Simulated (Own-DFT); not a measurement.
Simulation results for Hf16O31 (monoclinic hafnia with two neutral oxygen vacancies, strained, atoms displaced)

All values are calculated (Own-DFT development build). A calculation, not a measurement: plane-wave PBE and HSE06 DFT by an unreviewed code, no spin, of a simulated cell at Gamma alone, so results move with cell size and shape, stress positive in tension, energies less offsets, not probed for a lower state with spin; hafnium file: forces about 75 meV/angstrom off all-electron values; oxygen file: force components 24 meV/angstrom off all-electron in a glass; k mesh not checked against a denser one; forces and stress are PBE's, HSE06 gives the energy alone, and its difference from PBE has offsets of its own; offsets are fitted by least squares, one for each functional and potential file, so energies compare only between cells with the same atoms and settings and are not formation energies; the far tail of each file's local potential was reset to the Coulomb form; each entry is a single point on an unrelaxed cell, so the pressure reflects the starting lattice, mostly measured values, from which strain is counted, and rises with the displacements; printed positions are rounded, which can move forces by about a meV/angstrom; the program is a retired in-house code; no spin-orbit coupling.

Common to all runs: first functional PBE; second functional HSE06; exact exchange share 0.25; screening 0.11 1/bohr; exchange divergence Gygi-Baldereschi; potential files PseudoDojo norm-conserving, scalar-relativistic, made for PBE, standard set; wave cutoff 48 hartree; occupations fixed; k mesh 1 x 1 x 1 centred on Gamma.

(1) 
```xyz
94
Lattice="10.3508 0.1926 0.1936 0.1948 10.3915 -0.1708 -1.5172 -0.2043 10.4870" Properties=species:S:1:pos:R:3:force_x:R:1:force_y:R:1:force_z:R:1 formula=Hf16O31 PBE_energy_of_cell_above_offsets=-89.629 HSE06_less_PBE_above_offsets=1.148 PBE_pressure=-0.69 PBE_stress_xx=2.55 PBE_stress_yy=-0.62 PBE_stress_zz=0.15 PBE_stress_yz=-4.38 PBE_stress_xz=4.52 PBE_stress_xy=6.66
Hf     1.2579     0.2566     1.1205      0.022     -1.239     -0.469
Hf     3.5610     2.8920     1.5600      1.575     -0.256       -0.3
Hf     3.2403     4.9611     4.1657      0.715      0.964      0.435
Hf     0.9574     2.3731     3.6722      -0.97     -1.258       0.89
O      0.1078     1.6846     1.7949      -0.08      0.735      0.267
O      4.7653     4.4141     0.8408     -1.039      -0.45     -0.062
O      4.3513     3.5138     3.4677       0.36     -0.832     -0.531
O     -0.2207     0.8111     4.4628     -0.153      0.115     -0.338
O      2.0058     3.9015     2.4873     -0.308      0.494     -0.112
O      2.4495     1.2578     2.7376      0.619      0.095     -0.605
O      1.6809     3.7989     5.1047     -0.269      0.012     -0.324
Hf     0.5129     0.1281     6.3701       0.12     -0.822     -0.645
Hf     2.7219     2.7889     6.7556      3.095     -1.206      0.205
Hf     2.4538     4.9022     9.3645       1.65      0.164      0.467
Hf     0.1592     2.2673     8.9748     -0.632      -0.74     -0.637
O     -0.5920     1.6136     7.0320     -0.544      0.663      0.823
O      4.0095     4.2844     6.0701     -0.412      0.124      0.001
O      3.6007     3.3629     8.7314     -0.488      0.302     -0.341
O      1.2783     3.8021     7.6784      -0.93      0.937       0.75
O      2.1409     1.2793     5.3392     -0.636      0.662       0.66
O      1.7403     1.1359     7.9842     -0.187      0.444      0.736
O      0.8675     3.6862    10.3380      0.536     -0.153     -0.006
Hf     1.3470     5.3657     1.0208     -0.754       1.66     -0.383
Hf     3.6766     8.0866     1.4883      0.387     -0.726     -0.747
Hf     3.3469    10.1874     4.0242      0.217      0.088      1.461
Hf     1.0680     7.5294     3.6187     -1.043        0.5      0.625
O      0.1949     6.9167     1.7557      1.353     -1.201     -0.299
O      4.8199     9.6303     0.7298      0.327      0.103      0.266
O      4.4565     8.6731     3.4244      0.712     -0.628     -0.799
O     -0.1543     6.0284     4.3637     -0.245     -0.678      0.143
O      2.1554     9.1165     2.4405     -0.347      0.375     -0.114
O      2.9866     6.6352     0.0334     -0.742     -0.763      0.747
O      2.5532     6.4722     2.6966      0.574     -0.877     -0.611
O      1.8087     8.9926     5.0514     -0.462      0.042     -0.505
Hf     0.6009     5.2820     6.2619     -0.804      0.819     -0.371
Hf     2.9134     7.9415     6.6927      0.478      0.789     -0.461
Hf     2.5666    10.0902     9.3259     -0.199     -0.054     -0.377
Hf     0.2538     7.4562     8.8284     -0.149     -0.012      1.569
O     -0.5574     6.7918     6.9782      0.722       -0.3     -0.054
O      4.0798     9.4559     5.9997      0.389      0.563      -0.17
O      3.6962     8.5579     8.5891     -0.449      0.662      0.511
O     -0.9725     5.9186     9.6337      0.711     -0.359     -0.042
O      1.3733     9.0198     7.6793     -0.352      0.088     -0.239
O      2.1804     6.5030     5.2573     -0.227     -0.321      0.916
O      1.7832     6.3714     7.9558      0.495     -0.899     -0.961
O      1.0250     8.8662    10.2930      0.194      0.735      -0.09
Hf     6.4137     0.3209     1.1721      0.846     -0.587      0.332
Hf     8.7780     2.9755     1.6452     -1.113     -0.651     -0.437
Hf     8.4152     5.0805     4.2279     -0.523      1.343      0.648
Hf     6.1484     2.4086     3.7940     -0.596      0.114      0.335
O      5.4066     1.8372     1.9115     -1.678      0.676     -0.147
O      9.9152     4.4773     0.9103      0.779      0.198       0.46
O      9.5248     3.6282     3.5809      0.928     -0.917     -0.611
O      4.9470     0.9062     4.5438     -0.418     -0.102     -0.509
O      7.1561     4.0182     2.5939      0.546      0.263      0.153
O      8.0515     1.4202     0.2236     -0.218      1.426      0.637
O      7.6712     1.3512     2.8492      0.476      0.032      0.277
O      6.8111     3.8696     5.2064       0.89      0.288     -0.307
Hf     5.7104     0.2635     6.4483     -0.777     -1.335      0.092
Hf     7.9727     2.8411     6.8565      0.114      0.201      0.069
Hf     7.6593     4.9280     9.4824     -1.677      2.799      0.361
Hf     5.3786     2.2941     9.0229     -0.875      1.054      0.224
O      4.5963     1.7121     7.1425     -1.187      0.704      0.127
O      9.1703     4.4176     6.2526      0.167      0.017     -0.633
O      8.6745     3.4660     8.8275      2.514     -2.359     -0.309
O      4.1819     0.8294     9.7946      -0.91     -0.721     -0.152
O      6.4680     3.8835     7.8093     -0.566      0.607      0.036
O      7.2713     1.3720     5.4981      0.071      0.406     -0.035
O      6.8840     1.2404     8.0833      0.978      0.002      0.069
O      6.0442     3.8175    10.4707      0.717     -1.039     -0.585
Hf     6.5088     5.4660     1.1160      0.911      0.224     -0.646
Hf     8.8987     8.1626     1.5788     -1.017      0.091     -1.088
Hf     8.4857    10.2371     4.1904      0.333      0.579       -0.5
Hf     6.2231     7.6257     3.6977     -0.123       0.26      0.501
O      5.4567     6.9697     1.7911      -1.22      1.394      0.827
O     10.0626     9.7053     0.8388      0.589      0.549     -0.144
O      9.5853     8.7516     3.4634      0.816      0.092      0.492
O      5.0398     6.0634     4.4902     -0.109      0.399     -0.832
O      7.2994     9.2725     2.5028     -0.444     -0.376      0.242
O      8.1251     6.6840     0.1262     -0.355      0.266      0.631
O      7.7891     6.5813     2.7617     -0.018     -0.702      0.442
O      6.8954     9.1225     5.1703      0.566     -0.719     -1.134
Hf     5.7931     5.4465     6.3281      0.256     -1.097      0.638
Hf     8.1347     8.0447     6.8123     -1.274      0.535      0.181
Hf     7.7304    10.1696     9.4256     -0.229     -0.324     -0.246
Hf     5.4027     7.5498     8.9195      1.195     -0.754      0.979
O      4.6857     6.9078     7.0425      -0.76      0.289      0.138
O      9.2394     9.6004     6.0651      0.782      0.069      0.447
O      8.9016     8.6979     8.7795     -0.006     -0.013     -0.862
O      4.2829     5.9616     9.6964     -0.719      0.061     -0.627
O      6.5399     9.1945     7.7514      0.178     -0.666      0.286
O      7.3921     6.6147     5.4144     -0.282     -0.208     -0.344
O      7.0009     6.4514     7.9854      0.013     -0.145      0.082
O      6.2316     9.0332    10.3731       -0.4     -0.579     -0.438
```

Units: PBE_energy_of_cell_above_offsets, HSE06_less_PBE_above_offsets in eV; PBE_pressure, PBE_stress_xx, PBE_stress_yy, PBE_stress_zz, PBE_stress_yz, PBE_stress_xz, PBE_stress_xy in GPa; force_x, force_y, force_z in eV/Å.

(2) 
```xyz
94
Lattice="10.0675 0.1486 -0.0008 0.1503 10.2515 -0.1841 -1.6688 -0.2104 10.3733" Properties=species:S:1:pos:R:3:force_x:R:1:force_y:R:1:force_z:R:1 formula=Hf16O31 PBE_energy_of_cell_above_offsets=-87.939 HSE06_less_PBE_above_offsets=-0.359 PBE_pressure=13.22 PBE_stress_xx=-14.57 PBE_stress_yy=-13.05 PBE_stress_zz=-12.04 PBE_stress_yz=-4.88 PBE_stress_xz=-0.79 PBE_stress_xy=6.23
Hf     1.1880     0.2151     1.0513      1.545     -1.467     -0.164
Hf     3.4557     2.7849     1.4264     -0.752      1.022      0.255
Hf     3.0761     4.9156     4.0478     -0.991      0.582     -1.203
Hf     0.7978     2.3080     3.6328      1.613        0.6      0.542
O      0.1114     1.6224     1.8031      -1.48      1.376      0.018
O      4.6237     4.3286     0.7217     -0.334     -0.612      0.303
O      4.1648     3.4706     3.3216      0.789     -0.962     -0.133
O     -0.3010     0.8219     4.3058     -1.532     -1.254      0.563
O      1.8735     3.8343     2.4393     -0.155      0.144     -0.252
O      2.7423     1.3913     0.0272      0.405     -0.002      0.912
O      2.3694     1.1626     2.7177      0.195      1.277     -0.596
O      1.5081     3.7644     5.0212     -0.208     -0.592     -0.419
Hf     0.3972     0.1347     6.2704      0.382     -1.798     -0.691
Hf     2.5830     2.6945     6.6154       0.27     -0.046      0.515
Hf     2.1349     4.8272     9.2064      1.241     -0.813      0.561
Hf    -0.0155     2.1750     8.7908      0.535      0.553       1.12
O     -0.6911     1.5742     6.9267     -1.745      0.982     -0.184
O      3.7358     4.1802     5.9345      1.444      0.754      0.013
O      3.3012     3.3636     8.4968      1.447      -1.14      0.049
O     -1.1368     0.6866     9.5328      -1.31     -0.308     -0.335
O      1.0816     3.7189     7.5712     -1.114      0.612      0.377
O      1.9123     1.2583     5.3227     -0.006     -0.134     -0.493
O      1.4686     1.0940     7.8601      1.306     -0.105     -0.135
O      0.6709     3.6581    10.2384     -0.287     -0.529     -1.033
Hf     1.2876     5.2776     0.9943     -0.028      1.149      0.716
Hf     3.5312     7.9312     1.3350     -0.311     -0.294       0.46
Hf     3.1108    10.0207     3.9396      0.238     -0.232     -0.025
Hf     0.9070     7.4744     3.5662      1.323     -1.589     -1.115
O      0.1457     6.7990     1.6674      0.546     -0.503     -0.222
O      4.6988     9.3990     0.6003       0.68       0.72      0.141
O      4.2053     8.5357     3.2413      0.938     -0.326      0.113
O     -0.2064     5.9186     4.3015      -0.96     -0.148     -0.135
O      2.0181     9.0344     2.3325     -0.955     -0.362     -0.591
O      2.8117     6.4768    -0.0355      0.414      0.547      0.806
O      2.4676     6.3820     2.5761     -0.022     -0.647     -0.295
O      1.5771     8.8239     4.8698      -0.15      1.219      1.159
Hf     0.4386     5.2229     6.1340      0.771      -0.07      0.475
Hf     2.6964     7.8068     6.6081     -0.683      0.283     -2.412
Hf     2.3047     9.8856     9.0817     -1.379      1.402      1.003
Hf     0.0873     7.3189     8.7318        0.5     -0.046      0.621
O     -0.6620     6.7064     6.9133      -0.23      -0.39     -1.187
O      3.8079     9.3429     5.8446      0.438     -0.061      0.291
O      3.3821     8.4383     8.4261       1.67     -1.244      0.069
O     -1.0666     5.8739     9.4859     -1.685     -1.643     -0.082
O      1.1634     8.8952     7.4874     -0.618     -0.018     -0.161
O      2.0637     6.3771     5.1209     -0.287      0.463       1.71
O      1.6532     6.2041     7.7928      0.017      0.655     -1.052
O      0.7256     8.8022    10.0518      0.332     -0.338      0.199
Hf     6.2784     0.2999     1.0480     -0.929     -1.177      0.221
Hf     8.5126     2.8530     1.4868     -0.793      0.714     -0.291
Hf     8.1012     5.0169     4.0589     -1.052      0.009     -0.617
Hf     5.8462     2.3543     3.5775     -0.412      1.348      2.637
O      5.1123     1.7805     1.8228     -0.178      -1.01     -1.742
O      9.6159     4.3330     0.7783      0.406      0.726      -0.89
O      9.1818     3.5557     3.3295      0.853     -1.098     -0.235
O      4.7429     0.8356     4.3399     -0.043     -0.071      0.071
O      6.9117     3.9515     2.4315       0.13     -0.271       0.48
O      7.8029     1.4209     0.0764     -0.013      0.841      0.113
O      7.3160     1.3288     2.6523      1.883     -0.967      0.218
Hf     5.4498     0.1813     6.2477      0.133     -0.293     -0.652
Hf     7.6118     2.7511     6.6709      0.701     -0.202     -1.597
Hf     7.2154     4.9071     9.1711      1.225        0.4      1.321
Hf     5.0435     2.3238     8.8229     -1.451     -1.031     -0.109
O      4.3177     1.5938     6.9080     -0.971      1.598      1.084
O      8.8184     4.2668     5.8823     -0.425     -0.215      0.507
O      8.3772     3.4395     8.4925      0.297     -0.043      0.374
O      3.8130     0.7607     9.5947      0.835      0.801     -0.432
O      6.1340     3.8217     7.6237     -1.109      0.459     -0.402
O      6.5930     1.1878     7.8794      0.258      0.586     -0.589
O      5.6728     3.7558    10.1883      0.755     -1.004     -0.684
Hf     6.3635     5.3440     0.9835     -1.114      1.606      0.732
Hf     8.5390     7.9687     1.3547      0.415      0.699      0.011
Hf     8.1584    10.1315     3.8851      0.079     -0.798      0.476
Hf     5.9392     7.5071     3.5513     -0.526     -0.244     -0.384
O      5.2083     6.8683     1.6959     -0.336      0.021      -0.43
O      9.6980     9.5628     0.5866       0.43     -0.161      0.704
O      9.3106     8.5649     3.2036     -1.127      1.696      0.975
O      4.8001     5.9683     4.2536      0.021     -0.553       0.83
O      7.0424     9.0083     2.3700     -0.716      1.624     -0.362
O      7.8911     6.5995     0.0112     -0.081      -0.94     -1.036
O      7.4634     6.4802     2.5399      0.814      -1.02       0.84
O      6.5640     8.9356     4.9056      0.543      0.278      -0.07
Hf     5.4701     5.2379     6.1862      0.247     -0.047     -1.173
Hf     7.7020     7.9089     6.5405      0.597      0.314     -0.114
Hf     7.2999     9.9900     9.1035      1.149     -0.655      0.121
Hf     5.1096     7.3649     8.6804     -0.627      0.438      2.572
O      4.3991     6.7621     6.8698     -0.427      0.031     -0.271
O      8.8111     9.4429     5.7947      0.695      0.402      0.017
O      8.5078     8.4690     8.4282     -1.875      1.519     -0.065
O      3.9569     5.8251     9.5211      -0.04      0.919     -1.406
O      6.1711     8.9898     7.4911     -0.215     -0.526      0.792
O      7.0240     6.4445     5.2160      0.148     -0.113      0.156
O      6.6094     6.3493     7.7783          1     -0.848     -0.291
O      5.8299     8.8603    10.1663     -0.967     -0.412     -1.492
```

Units: PBE_energy_of_cell_above_offsets, HSE06_less_PBE_above_offsets in eV; PBE_pressure, PBE_stress_xx, PBE_stress_yy, PBE_stress_zz, PBE_stress_yz, PBE_stress_xz, PBE_stress_xy in GPa; force_x, force_y, force_z in eV/Å.
